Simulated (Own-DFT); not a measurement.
Si23GeO48 (quartz with substituted atoms, atoms displaced) (calculated)

A calculation, not a measurement: plane-wave PBE and HSE06 DFT by an unreviewed code, no spin, of a simulated cell at Gamma alone, so results move with cell size and shape, stress positive in tension, energies less offsets, not probed for a lower state with spin; oxygen file: force components 24 meV/angstrom off all-electron in a glass; k mesh not checked against a denser one; forces and stress are PBE's, HSE06 gives the energy alone, and its difference from PBE has offsets of its own; offsets are fitted by least squares, one for each functional and potential file, so energies compare only between cells with the same atoms and settings and are not formation energies; the far tail of each file's local potential was reset to the Coulomb form; each entry is a single point on an unrelaxed cell, so the pressure reflects the starting lattice, mostly measured values (interpolated for alloys), from which strain is counted, and rises with the displacements; printed positions are rounded, which can move forces by about a meV/angstrom; the program, named Own-DFT, is a retired in-house code; no spin-orbit coupling. Program: Own-DFT development build.

Settings shared by all entries: first functional PBE; second functional HSE06; exact exchange share 0.25; screening 0.11 1/bohr; exchange divergence Gygi-Baldereschi; potential files PseudoDojo norm-conserving, scalar-relativistic, made for PBE, standard set; wave cutoff 48 hartree; occupations fixed; k mesh 1 x 1 x 1 centred on Gamma.

(1) Si23GeO48 (quartz with substituted atoms, atoms displaced)

```
cell vectors (Å)
   9.8268     0.0000     0.0000
  -4.9134     8.5103     0.0000
   0.0000     0.0000    10.8104
atoms (fractions of the cell vectors)
Si  0.24775  0.01825  0.01460
Si  0.99914  0.23305  0.32981
Ge  0.26933  0.25576  0.17146
O   0.20807  0.13788  0.06143
O   0.43473  0.28893  0.21883
O   0.34982  0.07070  0.39047
O   0.07647  0.37209  0.42808
O   0.12553  0.20795  0.27398
O   0.29633  0.43608  0.11483
Si  0.23631  0.00407  0.49837
Si  0.00728  0.24363  0.85320
Si  0.27213  0.26379  0.66838
O   0.20837  0.12484  0.54915
O   0.44850  0.29167  0.71697
O   0.36469  0.06673  0.90910
O   0.07975  0.38109  0.95342
O   0.12619  0.19126  0.77548
O   0.30418  0.42998  0.60226
Si  0.22777  0.49605  0.00068
Si  0.98624  0.71898  0.33243
Si  0.27236  0.76633  0.16414
O   0.20828  0.62535  0.05454
O   0.42104  0.79492  0.23731
O   0.35460  0.57448  0.39855
O   0.07531  0.84919  0.44446
O   0.14112  0.69921  0.27145
O   0.29480  0.92439  0.09853
Si  0.22556  0.49462  0.50541
Si  0.99150  0.73734  0.83072
Si  0.26754  0.76590  0.67366
O   0.19467  0.63418  0.55709
O   0.43797  0.78699  0.72606
O   0.37155  0.57284  0.89694
O   0.06132  0.85244  0.95131
O   0.13573  0.70859  0.77368
O   0.31329  0.93003  0.62304
Si  0.75469  0.01846  0.99440
Si  0.50250  0.22897  0.34366
Si  0.76477  0.24971  0.16695
O   0.71892  0.15009  0.05468
O   0.92912  0.29313  0.23322
O   0.86652  0.07955  0.39975
O   0.57541  0.36985  0.44323
O   0.63059  0.18857  0.27251
O   0.79693  0.41566  0.10202
Si  0.74160  0.00629  0.50389
Si  0.50789  0.23293  0.83262
Si  0.76084  0.23893  0.66824
O   0.71070  0.13482  0.55211
O   0.93723  0.30431  0.71921
O   0.87635  0.08968  0.88203
O   0.58066  0.36341  0.94388
O   0.62951  0.20382  0.77213
O   0.79055  0.42771  0.59772
Si  0.72437  0.49385  0.98735
Si  0.49124  0.72301  0.33998
Si  0.77536  0.77484  0.15657
O   0.69108  0.62652  0.06057
O   0.90650  0.77768  0.23084
O   0.86668  0.57481  0.39962
O   0.58860  0.86481  0.43217
O   0.62937  0.70122  0.27626
O   0.79650  0.91891  0.10408
Si  0.75193  0.50659  0.50275
Si  0.48503  0.73584  0.83432
Si  0.76095  0.76125  0.65620
O   0.71376  0.62515  0.55857
O   0.93108  0.78287  0.72600
O   0.85594  0.56700  0.89373
O   0.57385  0.87079  0.94944
O   0.61582  0.70030  0.77097
O   0.79053  0.92776  0.62174
```

* PBE energy of cell above offsets: -4.523 eV
* HSE06 less PBE above offsets: 0.173 eV
* PBE pressure: 14.44 GPa
* PBE stress xx: -13.31 GPa
* PBE stress yy: -16.07 GPa
* PBE stress zz: -13.95 GPa
* PBE stress yz: 0.11 GPa
* PBE stress xz: 0.53 GPa
* PBE stress xy: 0.64 GPa

Force:
```
element  x (eV/Å)  y (eV/Å)  z (eV/Å)
     Si     -2.16     -7.25    -3.727
     Si    -1.028     0.064      3.79
     Ge    -4.835     7.304     2.984
      O    -3.259    -3.107    -5.158
      O     7.335      0.36     4.044
      O     3.132     1.364    -3.096
      O    -0.474    -0.004     1.791
      O     2.502    -2.408      0.38
      O    -0.212    -0.266     -0.83
     Si     3.482    -9.863     1.444
     Si     3.387     7.367     -7.98
     Si    -0.094    -0.371     -0.71
      O    -5.184     7.371     5.779
      O     -3.45    -0.266    -0.643
      O     3.273     4.258    -5.279
      O     -7.14    -9.532    -5.194
      O     0.704     1.914     -0.11
      O     0.495    -1.946     1.674
     Si     11.42     6.192     4.202
     Si     5.028     4.587    -2.447
     Si     -1.49    -1.973     -1.04
      O    -3.152     5.885     3.056
      O     1.832     0.586     0.026
      O     0.334     -1.46     0.412
      O      -0.1     0.882     0.088
      O    -3.947    -0.045     1.007
      O     2.069     -1.42     3.449
     Si    -1.083      1.62    -0.702
     Si     6.304    -2.606     7.487
     Si     1.275    -2.185    -1.637
      O     1.006    -0.132     1.336
      O     -7.38     2.797    -7.507
      O    -1.527    -1.952     0.649
      O     0.727     2.323     0.403
      O    -1.656    -0.781     2.223
      O    -2.634     4.208    -3.727
     Si    -3.057    -5.217     1.675
     Si     0.693     1.632    -2.912
     Si    -2.001     7.257      4.37
      O      2.03     -5.78    -5.692
      O    -2.654     0.387    -3.271
      O     1.819     0.264    -1.217
      O     0.331    -0.601    -0.538
      O    -1.455    -0.214     1.472
      O    -1.361     0.855    -0.469
     Si     0.996    -5.749     -1.36
     Si    -4.333    -1.253     3.497
     Si    -1.257     7.113     0.722
      O    -2.396     0.394     0.107
      O     1.133    -1.164     2.559
      O    -3.045    -7.512     3.167
      O    -6.057    -8.427    -4.397
      O      4.86    -1.573    -1.405
      O     5.802    -6.624     7.383
     Si     4.188     6.562     9.943
     Si      2.17     1.919    -3.068
     Si    -3.212    -10.85     3.375
      O     1.322    -0.673    -1.125
      O     5.013     0.858     2.165
      O     1.958    -1.659    -3.009
      O    -0.102     1.922     2.833
      O     0.545       0.5    -1.532
      O    -3.568     10.11    -5.094
     Si    -5.444    -3.583    -2.615
     Si     7.836    -1.171     7.462
     Si     0.031    -2.223     5.305
      O    -3.383      3.72     1.283
      O     -7.24     2.358    -7.409
      O     2.806       2.5    -3.849
      O     0.986     1.218    -0.888
      O     3.463     0.471    -1.753
      O     -0.92     2.709    -2.145
```

(2) Si23GeO48 (quartz with substituted atoms, atoms displaced)

```
cell vectors (Å)
   9.8268     0.0000     0.0000
  -4.9134     8.5103     0.0000
   0.0000     0.0000    10.8104
atoms (fractions of the cell vectors)
Si  0.23240  0.99669  0.99432
Si  0.99236  0.22643  0.32582
Si  0.26352  0.24822  0.16511
O   0.19701  0.12273  0.04251
O   0.41524  0.27816  0.22493
O   0.36903  0.08400  0.38340
O   0.07998  0.35791  0.44133
O   0.13520  0.20922  0.27548
O   0.30444  0.44326  0.09743
Si  0.22905  0.98967  0.50896
Ge  0.00053  0.23564  0.82854
Si  0.26852  0.26435  0.66816
O   0.20456  0.13480  0.56305
O   0.42650  0.29755  0.72188
O   0.37112  0.07647  0.89033
O   0.07210  0.36571  0.94223
O   0.14571  0.21238  0.77638
O   0.28826  0.42487  0.60800
Si  0.22811  0.50173  0.99846
Si  0.98901  0.72731  0.32503
Si  0.26048  0.72777  0.17897
O   0.21374  0.62872  0.06613
O   0.45229  0.82338  0.22432
O   0.36741  0.57597  0.40801
O   0.06722  0.86533  0.44264
O   0.11685  0.70244  0.27467
O   0.29829  0.91083  0.11041
Si  0.22362  0.49815  0.49918
Si  0.99806  0.73149  0.83353
Si  0.25615  0.75275  0.66698
O   0.20783  0.64309  0.55782
O   0.43157  0.78635  0.72506
O   0.36376  0.57381  0.90416
O   0.07936  0.86592  0.93676
O   0.13082  0.71182  0.77134
O   0.29420  0.91184  0.60567
Si  0.71819  0.99167  0.00358
Si  0.50306  0.23294  0.34236
Si  0.76582  0.26514  0.17905
O   0.70606  0.12418  0.05686
O   0.93118  0.29863  0.21823
O   0.86040  0.06469  0.39072
O   0.58840  0.38722  0.42946
O   0.62407  0.20169  0.26487
O   0.78840  0.42971  0.09832
Si  0.72908  0.00830  0.48976
Si  0.49933  0.24647  0.83254
Si  0.78165  0.26798  0.67861
O   0.70114  0.13627  0.56462
O   0.94043  0.30153  0.72925
O   0.87346  0.07897  0.88669
O   0.58874  0.37181  0.95214
O   0.64076  0.21225  0.78394
O   0.79972  0.42512  0.61186
Si  0.73947  0.49573  0.00446
Si  0.48157  0.72397  0.32985
Si  0.77166  0.76919  0.15567
O   0.69234  0.63423  0.05209
O   0.92450  0.78953  0.22703
O   0.87526  0.58524  0.38796
O   0.57684  0.87097  0.43923
O   0.63852  0.69822  0.25962
O   0.78301  0.91590  0.11362
Si  0.73727  0.49809  0.50836
Si  0.52048  0.75955  0.82768
Si  0.76031  0.76528  0.67145
O   0.72126  0.64497  0.56007
O   0.94476  0.80632  0.72143
O   0.88104  0.58535  0.88653
O   0.56554  0.86076  0.93651
O   0.63216  0.70922  0.76548
O   0.79720  0.91607  0.60503
```

* PBE energy of cell above offsets: -3.115 eV
* HSE06 less PBE above offsets: 0.192 eV
* PBE pressure: 15.14 GPa
* PBE stress xx: -14.66 GPa
* PBE stress yy: -16.7 GPa
* PBE stress zz: -14.06 GPa
* PBE stress yz: -0.15 GPa
* PBE stress xz: -1.33 GPa
* PBE stress xy: -1.44 GPa

Force:
```
element  x (eV/Å)  y (eV/Å)  z (eV/Å)
     Si     5.878    -2.683     2.395
     Si     1.585     0.882     1.983
     Si    -4.107     2.579    -3.996
      O     -2.22     4.058     3.777
      O     3.973     0.898     1.872
      O    -3.176     -7.11     5.597
      O    -3.045    -2.797    -2.459
      O     0.204    -0.737        -1
      O     2.412    -5.152     4.472
     Si    -0.806     1.288    -2.372
     Ge     7.654     0.764      4.94
     Si    -3.491     1.077     -1.52
      O     1.448     -2.14    -1.413
      O     3.864     1.171     1.283
      O     0.058     0.708    -0.378
      O    -1.524     1.703     2.441
      O     2.459     -1.08    -0.159
      O    -0.677     0.814    -0.567
     Si     3.229    -3.035    -2.114
     Si     0.284     7.171      3.18
     Si    -3.546     9.818     1.562
      O    -3.251     -0.36    -1.061
      O    -1.962     -3.09     0.431
      O     0.529     0.166    -2.176
      O     0.562    -0.184    -0.927
      O     7.953    -1.461    -2.768
      O    -1.819     0.346    -1.544
     Si     1.858      0.55     4.238
     Si     0.679     8.255    -3.769
     Si     2.513     2.486     4.193
      O     0.329    -4.722    -3.891
      O    -4.322     0.774    -3.522
      O     2.518     3.952    -4.627
      O    -1.616    -1.548    -0.434
      O     2.481    -1.205    -0.114
      O    -0.787     3.455    -1.102
     Si     6.448    -1.139    -2.124
     Si    -0.634     5.444    -3.812
     Si    -1.467     0.567    -7.443
      O    -3.256      5.91     4.331
      O     1.732     0.298     1.444
      O     1.457     2.261    -2.515
      O    -0.922    -2.133    -0.391
      O    -0.106     -0.65     2.054
      O     8.319    -6.015     10.24
     Si      1.89    -1.864     5.815
     Si     2.427    -0.809      2.27
     Si    -5.463    -1.103    -1.792
      O     0.942     0.195     0.048
      O    -5.083     4.888    -8.246
      O    -4.938    -10.07      5.56
      O    -4.764    -5.696    -5.108
      O     0.304     0.631     -0.76
      O     0.037     0.333    -0.223
     Si     -4.22     10.59    -6.726
     Si     7.284     3.435    -0.152
     Si     1.516    -6.806     3.071
      O     2.858     -1.31    -1.581
      O    -1.973     1.962    -3.638
      O    -3.551    -8.875     5.881
      O     -2.38    -3.402    -2.128
      O    -4.654    -0.626     3.731
      O    -3.676     8.036     -4.44
     Si     1.547     3.963    -1.264
     Si    -1.803    -9.707     -1.05
     Si     7.215     1.113    -2.385
      O     0.373    -2.873     -0.83
      O    -2.399    -0.963     0.163
      O    -4.339    -9.519     5.642
      O     0.081     4.724     5.477
      O    -1.393    -2.158     3.819
      O    -3.532     5.749    -3.387
```
